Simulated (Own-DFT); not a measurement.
# Response to strain: wurtzite AlN, 72 atoms (Al36N36)

These are calculations, not measurements. They come from Own-DFT, an in-house plane-wave density functional program, since retired, whose code no person has reviewed. Each row is one single-point run on a periodic cell that was not relaxed, without spin or spin-orbit coupling.

Settings of every run: PBE; PseudoDojo norm-conserving scalar-relativistic files; cutoff 42 hartree; 4 x 4 x 3 k mesh centred on Gamma; Gaussian smearing of 0.01 eV.

Known limits: k mesh not checked against a denser one; stress not checked against mesh or cutoff.

Unstrained cell vectors in Å: (9.336, 0.000, 0.000); (-4.668, 8.085, 0.000); (0.000, 0.000, 9.964). The unstrained cell has measured lattice constants (interpolated for alloys), not those of this functional. That, the random moves and any unrelaxed bonds set the pressure at no strain. Each run strains this cell uniformly, with the atoms carried along. Every atom was also moved at random, by a Gaussian of width 0.05 Å on each axis. Strain is the symmetric tensor, in per cent. Stress is positive in tension, and the pressure is minus a third of its trace.

```
run  e_xx (%)  e_yy (%)  e_zz (%)  s_xx (GPa)  s_yy (GPa)  s_zz (GPa)  P (GPa)  E (meV/atom)
  1     -2.50     -2.50      0.00      -19.70      -24.12       -9.72    17.85          62.5
  2     -2.75     -2.75      0.00      -24.95      -21.58      -11.05    19.20          69.0
  3     -3.00     -3.00      0.00      -26.97      -27.63      -10.88    21.83          98.4
  4      2.25      2.25      0.00        6.47        4.30       -1.80    -2.99          17.0
  5      1.75      1.75      0.00        3.48        5.26       -4.27    -1.49           7.4
  6      1.25      1.25      0.00        1.43        1.27       -3.23     0.18           0.0
  7      3.00      3.00      0.00        9.83        7.71       -2.33    -5.07          29.1
  8     -2.25     -2.25      0.00      -19.92      -20.71       -8.52    16.38          49.3
  9     -1.75     -1.75      0.00           ?           ?           ?        ?             ?
```

E is the free energy for each atom above the lowest run shown.

## Worked fit

The change of volume is close to e_xx + e_yy + e_zz. A straight line through the runs shown gives P = 7.10 - 224 x (fractional change of volume) GPa, with an error of 8 on the slope and a scatter of 1.09 GPa. The strain isn't the same on all axes and the cell isn't cubic, so the slope belongs to this path and is not the bulk modulus.

## Withheld run

Question: what pressure should run 9 give? Its volume changes by -3.47 %.

The line gives 14.9 GPa. The calculation gave 14.24 GPa.
